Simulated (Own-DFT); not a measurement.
# Strain and stress in wurtzite AlN, 128 atoms (Al64N64)

No measurement is shown. These are fixed-geometry runs of a retired plane-wave code named Own-DFT, which no person has reviewed; spin and spin-orbit coupling are neglected.

Settings: PBE; PseudoDojo norm-conserving scalar-relativistic files; cutoff 42 hartree; 3 x 3 x 3 k mesh centred on Gamma; Gaussian smearing of 0.01 eV.

Known weak points: k mesh not checked against a denser one; stress not checked against mesh or cutoff.

Unstrained cell vectors in Å: (12.448, 0.000, 0.000); (-6.224, 10.780, 0.000); (0.000, 0.000, 9.964). The unstrained cell has measured lattice constants (interpolated for alloys), not those of this functional. That, the random moves and any unrelaxed bonds set the pressure at no strain. Each run strains this cell uniformly, with the atoms carried along. Each coordinate of each atom was shifted by a normal deviate of width 0.05 Å. Strains are tensor components in per cent; tension counts as positive stress, and P is minus the mean normal stress.

| run | e_xx (%) | e_yy (%) | e_zz (%) | e_yz (%) | e_xz (%) | e_xy (%) | s_xx (GPa) | s_yy (GPa) | s_zz (GPa) | s_yz (GPa) | s_xz (GPa) | s_xy (GPa) | P (GPa) | E (meV/atom) |
|---|---|---|---|---|---|---|---|---|---|---|---|---|---|---|
| 1 | 1.53 | 0.83 | 0.32 | -0.60 | -0.77 | -1.35 | 2.02 | -1.58 | -1.44 | -1.82 | -1.71 | -3.49 | 0.33 | 12.5 |
| 2 | -0.07 | 0.50 | -0.39 | -0.70 | -0.30 | 0.88 | -6.60 | -3.14 | -7.24 | -1.08 | -0.22 | 2.76 | 5.66 | 19.0 |
| 3 | -1.43 | -0.34 | -1.00 | -1.63 | 0.09 | -1.35 | -14.99 | -9.23 | -14.35 | -4.30 | 0.83 | -4.75 | 12.86 | 57.0 |
| 4 | -1.60 | -1.75 | 0.93 | -1.62 | 0.58 | 0.74 | -17.96 | -13.36 | -3.47 | -4.34 | 0.88 | 2.49 | 11.60 | 33.1 |
| 5 | -0.62 | -1.99 | 1.93 | 1.05 | -1.35 | -0.76 | -9.88 | -13.92 | 1.38 | 1.94 | -3.45 | -2.96 | 7.48 | 17.4 |
| 6 | 0.71 | -0.17 | 1.77 | 1.21 | -1.70 | -1.93 | -3.96 | -4.52 | 2.34 | 2.57 | -4.59 | -7.97 | 2.05 | 36.6 |
| 7 | 1.14 | 0.70 | -1.54 | 0.65 | -0.52 | 1.34 | -0.19 | -4.05 | -10.16 | 1.66 | -0.87 | 3.16 | 4.80 | 15.5 |
| 8 | 0.66 | -1.31 | 0.55 | -0.89 | -0.23 | -0.46 | -4.38 | -10.92 | -2.22 | -2.52 | -0.60 | -2.31 | 5.84 | 10.7 |
| 9 | 0.42 | -1.58 | -1.02 | -1.02 | -0.26 | 1.21 | -5.81 | -14.34 | -11.83 | -2.72 | -0.82 | 3.75 | 10.66 | 28.3 |
| 10 | -0.32 | 0.62 | 1.95 | 1.11 | 1.69 | 1.20 | -6.79 | -1.69 | 2.24 | 2.42 | 3.76 | 4.32 | 2.08 | 33.8 |
| 11 | -1.39 | -1.54 | 1.67 | 0.87 | -1.18 | 1.56 | -12.24 | -15.03 | 0.26 | 2.16 | -2.62 | 6.09 | 9.00 | 27.6 |
| 12 | 1.50 | -0.17 | 0.97 | -0.38 | 0.82 | 0.16 | 1.12 | -2.82 | -0.62 | -0.97 | 2.06 | 0.70 | 0.77 | 0.0 |
| 13 | -0.28 | 1.80 | -1.85 | 0.90 | -0.24 | -1.38 | -6.85 | -0.06 | -12.66 | 2.50 | -0.32 | -3.84 | 6.52 | 28.2 |
| 14 | 0.24 | 0.26 | 0.95 | 1.51 | -0.51 | -1.55 | -4.20 | -4.05 | -0.47 | 4.06 | -1.92 | -5.00 | 2.91 | 14.2 |
| 15 | 1.95 | 0.50 | 0.88 | 1.48 | -0.76 | -1.38 | 3.87 | -0.73 | -0.06 | 4.13 | -1.96 | -3.70 | -1.03 | 9.6 |
| 16 | -1.88 | 0.64 | 0.89 | -1.82 | -1.39 | 0.64 | ? | ? | ? | ? | ? | ? | ? | ? |

The last column gives the free energy per atom over the lowest of the runs shown.

## Working it out

Regress every stress component on the fractional strains (shears doubled) of the visible runs, with a constant. Shear strains stay in the fit of a normal stress only where such slopes are resolved. The slopes, in GPa:

```
stress  at no strain  per e_xx  per e_yy  per e_zz  scatter
  s_xx          -6.5  505 ± 29   87 ± 31   35 ± 25     1.08
  s_yy          -6.1   96 ± 29  457 ± 31   94 ± 25     1.10
  s_zz          -5.8  112 ± 29   57 ± 31  455 ± 25     1.10
```

The slope of each shear stress on twice its own strain, from a fit on all six strains: yz 126 ± 7, xz 110 ± 8, xy 167 ± 13 GPa. These are stiffnesses along x, y and z of the frame in which the cell vectors are given, with the crystal's c axis along z: C11, C12, C13 and C33. Hexagonal symmetry asks that xx and yy behave alike, which is a second check on the noise. No internal relaxation is included, and where it is allowed it would reduce some of the slopes. Symmetry asks for nearly equal slopes across the diagonal; the mismatch is a measure of noise. A ninth of the table's sum, 211 ± 7 GPa, estimates the bulk modulus near the mean pressure of these runs, 5.4 GPa, so it lies above the value at zero pressure.

## Check

Q: what normal stresses and pressure should run 16 give?

From the fit: s_xx = -15.2, s_yy = -4.1, s_zz = -3.5 and P = 7.6 GPa. The hidden result is -13.20, -4.86, -1.81 and P = 6.62 GPa.
